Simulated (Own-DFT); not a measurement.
# Computed records: Hf$_{36}$O$_{71}$ (tetragonal hafnia with one neutral oxygen vacancy, atoms displaced)

All values are calculated (Own-DFT development build). A calculation, not a measurement: plane-wave PBE and HSE06 DFT by an unreviewed code, no spin, of a simulated cell at Gamma alone, so results move with cell size and shape, stress positive in tension, energies less offsets, not probed for a lower state with spin; hafnium file: forces about 75 meV/angstrom off all-electron values; oxygen file: force components 24 meV/angstrom off all-electron in a glass; k mesh not checked against a denser one; forces and stress are PBE's, HSE06 gives the energy alone, and its difference from PBE has offsets of its own; offsets are fitted by least squares, one for each functional and potential file, so energies compare only between cells with the same atoms and settings and are not formation energies; the far tail of each file's local potential was reset to the Coulomb form; each entry is a single point on an unrelaxed cell, so the pressure reflects the starting lattice, taken from the Materials Project, from which strain is counted, and rises with the displacements; printed positions are rounded, which can move forces by about a meV/angstrom; the program is a retired in-house code; no spin-orbit coupling.

Hf$_{36}$O$_{71}$ (tetragonal hafnia with one neutral oxygen vacancy, atoms displaced)

```xyz
107
Lattice="10.7800 0.0000 0.0000 0.0000 10.7800 0.0000 0.0000 0.0000 10.4493" Properties=species:S:1:pos:R:3 Hf36O71
Hf     0.0193    10.7712    10.4451
Hf     1.7997     1.8306     2.6176
O      0.0444     1.7625     1.6491
O      1.7765     0.0111     3.6072
O     10.7554     1.8094     4.2429
O      1.7962    10.7798     0.9733
Hf    10.7798     0.0106     5.2086
Hf     1.7968     1.8020     7.8751
O     10.7710     1.8222     6.8154
O      1.8471     0.0232     8.8792
O      0.0258     1.8270     9.4046
O      1.7814     0.0421     6.3493
Hf     0.0034     3.5907     0.0182
Hf     1.7527     5.3851     2.6368
O      0.0040     5.3889     1.5663
O      1.7985     3.5659     3.6175
O     10.6998     5.3967     4.2178
O      1.7747     3.5776     1.0543
Hf    10.7721     3.5787     5.2270
Hf     1.7914     5.3967     7.8251
O      0.0080     5.3876     6.8145
O      1.7349     3.5766     8.8079
O     10.7623     5.3685     9.4515
O      1.7652     3.5385     6.2168
Hf     0.0485     7.2237     0.0283
Hf     1.8260     9.0011     2.5975
O      0.0019     9.0061     1.5684
O      1.8022     7.1875     3.6218
O     10.7595     8.9790     4.1917
O      1.8567     7.1972     1.0258
Hf     0.0505     7.1853     5.2055
Hf     1.7932     8.9641     7.8260
O     10.7778     8.9790     6.8090
O      1.7567     7.2008     8.8709
O     10.7732     8.9570     9.4436
O      1.7920     7.1573     6.2784
Hf     3.6188    10.7418    10.4372
Hf     5.4263     1.8225     2.6319
O      3.6373     1.7795     1.6017
O      5.4116     0.0444     3.6359
O      3.6062     1.7562     4.1932
O      5.3975     0.0255     1.0454
Hf     3.6199    10.7597     5.1791
Hf     5.3931     1.7998     7.8331
O      3.5999     1.8147     6.8292
O      5.4084    10.7641     8.7834
O      3.5975     1.7950     9.4302
O      5.3609     0.0258     6.1927
Hf     3.6102     3.5643     0.0006
Hf     5.3836     5.3913     2.5302
O      3.5776     5.3621     1.5762
O      5.4238     3.5880     3.5708
O      3.5983     5.4020     4.1841
O      5.3942     3.5901     1.0108
Hf     3.5734     3.6082     5.2331
Hf     5.3632     5.4281     7.7675
O      3.5647     5.4480     6.8284
O      5.3790     3.6295     8.8379
O      3.5337     5.4650     9.4229
O      5.3902     3.5753     6.2999
Hf     3.5625     7.1613    10.4142
Hf     5.3573     8.9953     2.6642
O      3.5969     9.0201     1.6550
O      5.3618     7.1891     3.6766
O      3.6387     8.9518     4.2074
O      5.4484     7.1645     1.0028
Hf     3.5689     7.1830     5.2528
Hf     5.3374     8.9500     7.8204
O      3.6135     8.9618     6.8431
O      5.3774     7.2126     8.8407
O      3.5735     8.9591     9.4076
O      5.4011     7.2030     6.2365
Hf     7.2608    10.7663    10.4342
Hf     9.0158     1.8014     2.6028
O      7.1851     1.7824     1.6013
O      8.9618    10.7560     3.6355
O      8.9846    10.7618     1.0238
Hf     7.2524     0.0099     5.2493
Hf     8.9684     1.7641     7.7741
O      7.2170     1.7629     6.8563
O      8.9529     0.0481     8.9175
O      7.2016     1.8728     9.4837
O      8.9773    10.7736     6.2186
Hf     7.2013     3.5696    10.4368
Hf     8.9530     5.3541     2.6600
O      7.1567     5.3441     1.5651
O      8.9577     3.6018     3.6368
O      7.1454     5.3747     4.1733
O      8.9803     3.5815     1.0631
Hf     7.2173     3.5718     5.2329
Hf     8.9259     5.3717     7.8603
O      7.2287     5.3440     6.7991
O      8.9481     3.6140     8.8818
O      7.1672     5.3183     9.3583
O      9.0095     3.5687     6.2232
Hf     7.1606     7.1538     0.0459
Hf     8.9975     8.9820     2.6240
O      7.1109     8.9903     1.5452
O      8.9960     7.2052     3.6471
O      7.1965     8.9759     4.2020
O      8.9842     7.1899     0.9871
Hf     7.1506     7.2052     5.2283
Hf     8.9673     8.9705     7.8429
O      7.2013     8.9661     6.8642
O      8.9611     7.2033     8.8510
O      7.2130     8.9699     9.4199
O      8.9962     7.1452     6.2844
```

- first functional: PBE
- second functional: HSE06
- exact exchange share: 0.25
- screening: 0.11 1/bohr
- exchange divergence: Gygi-Baldereschi
- potential files: PseudoDojo norm-conserving, scalar-relativistic, made for PBE, standard set
- wave cutoff: 48 hartree
- occupations: fixed
- k mesh: 1 x 1 x 1 centred on Gamma
- PBE energy of cell above offsets: -100.845 eV
- HSE06 less PBE above offsets: -0.145 eV
- PBE pressure: 0.9 GPa
- PBE stress xx: -0.81 GPa
- PBE stress yy: -0.31 GPa
- PBE stress zz: -1.59 GPa
- PBE stress yz: -0.07 GPa
- PBE stress xz: -0.57 GPa
- PBE stress xy: 0.07 GPa

Force:
```csv
element,x (eV/Å),y (eV/Å),z (eV/Å)
Hf,-0.054,0.311,-0.34
Hf,1.227,-0.594,-0.475
O,-0.702,-0.039,-0.562
O,-0.009,-0.377,0.42
O,-0.027,-0.343,-0.596
O,0.41,-0.271,0.42
Hf,0.75,-0.198,0.627
Hf,-0.052,-0.649,-0.734
O,-0.153,-0.316,-0.051
O,-0.391,-0.908,-0.02
O,-0.129,-0.723,0.692
O,0.234,-0.544,-1.58
Hf,-0.351,0.447,-0.614
Hf,0.56,-0.243,-0.756
O,-0.1,0.143,0.872
O,-0.065,0.923,0.559
O,0.657,-0.318,-0.452
O,0.536,-0.092,-0.443
Hf,-0.019,0.308,0.603
Hf,-1.254,-0.183,0.694
O,0.075,-0.175,0.124
O,0.678,0.96,0.585
O,0.293,0.538,0.178
O,0.922,0.537,-0.107
Hf,-0.929,-1.115,-0.412
Hf,-0.74,0.13,-0.059
O,0.396,-0.253,0.329
O,-0.219,0.113,0.426
O,0.236,0.277,0.038
O,-0.75,0.171,0.35
Hf,-1.691,0.004,0.759
Hf,-0.324,1.072,0.33
O,0.148,0.079,0.017
O,0.049,-0.207,-0.046
O,0.127,0.988,-0.321
O,0.197,0.412,-0.262
Hf,0.275,0.725,0.327
Hf,-0.449,-0.736,-0.802
O,-0.963,0.408,-0.101
O,0.234,-0.565,0.236
O,-0.251,0.991,0.369
O,-0.009,-0.232,-0.937
Hf,-0.39,0.872,0.891
Hf,-0.659,0.326,0.144
O,0.004,0.189,0.004
O,-0.146,0.12,0.512
O,0.146,0.008,0.164
O,0.768,-0.196,0.057
Hf,0.1,0.263,0.145
Hf,-0.043,0.164,0.938
O,-0.3,0.117,0.085
O,0.101,0.256,0.958
O,-0.278,-0.373,0.613
O,-0.367,0.085,-0.258
Hf,0.322,-0.996,-0.096
Hf,1.299,-0.72,1.13
O,0.228,-0.385,-0.709
O,-0.693,-0.106,0.022
O,0.11,-1.609,-0.297
O,-0.005,0.305,-1.119
Hf,0.959,0.345,0.411
Hf,1.13,0.31,-0.431
O,0.116,-0.052,-0.725
O,0.185,-0.227,-0.593
O,-0.504,0.468,0.21
O,-2.123,-0.242,0.531
Hf,0.618,-0.362,-0.667
Hf,1.471,0.662,0.577
O,-1.101,-0.2,-0.851
O,-0.006,-0.742,0.032
O,0.108,0.075,0.302
O,-0.496,-0.311,0.357
Hf,-1.289,-0.303,0.223
Hf,-0.741,-0.116,0.008
O,0.755,0.096,0.871
O,-0.185,0.71,0.098
O,0.583,0.143,0.337
Hf,-1.468,0.194,-0.922
Hf,1.158,1.056,1.55
O,-0.824,0.023,-0.963
O,0.183,-0.494,-0.825
O,-0.385,-1.879,-0.827
O,0.775,0.116,0.663
Hf,0.08,1.077,0.248
Hf,-0.021,0.982,-0.782
O,0.845,0.366,0.059
O,-0.313,-0.787,0.291
O,0.395,0.224,0.398
O,0.445,-0.179,0.014
Hf,-0.394,0.242,-0.344
Hf,1.069,0.797,0.307
O,-1.374,0.181,-0.448
O,0.337,-1.001,-0.448
O,-0.051,1.365,0.576
O,-0.648,-0.078,0.14
Hf,1.367,0.374,-1.451
Hf,-0.85,-0.498,-0.615
O,1.07,-0.066,0.823
O,-0.156,-0.379,-0.35
O,-0.137,0.252,0.278
O,0.023,0.047,0.507
Hf,1.363,-0.421,-0.322
Hf,-0.029,-0.722,0.591
O,-0.557,0.136,-0.713
O,0.15,-0.46,-0.054
O,0.009,0.075,0.354
O,-0.106,0.429,-0.891
```
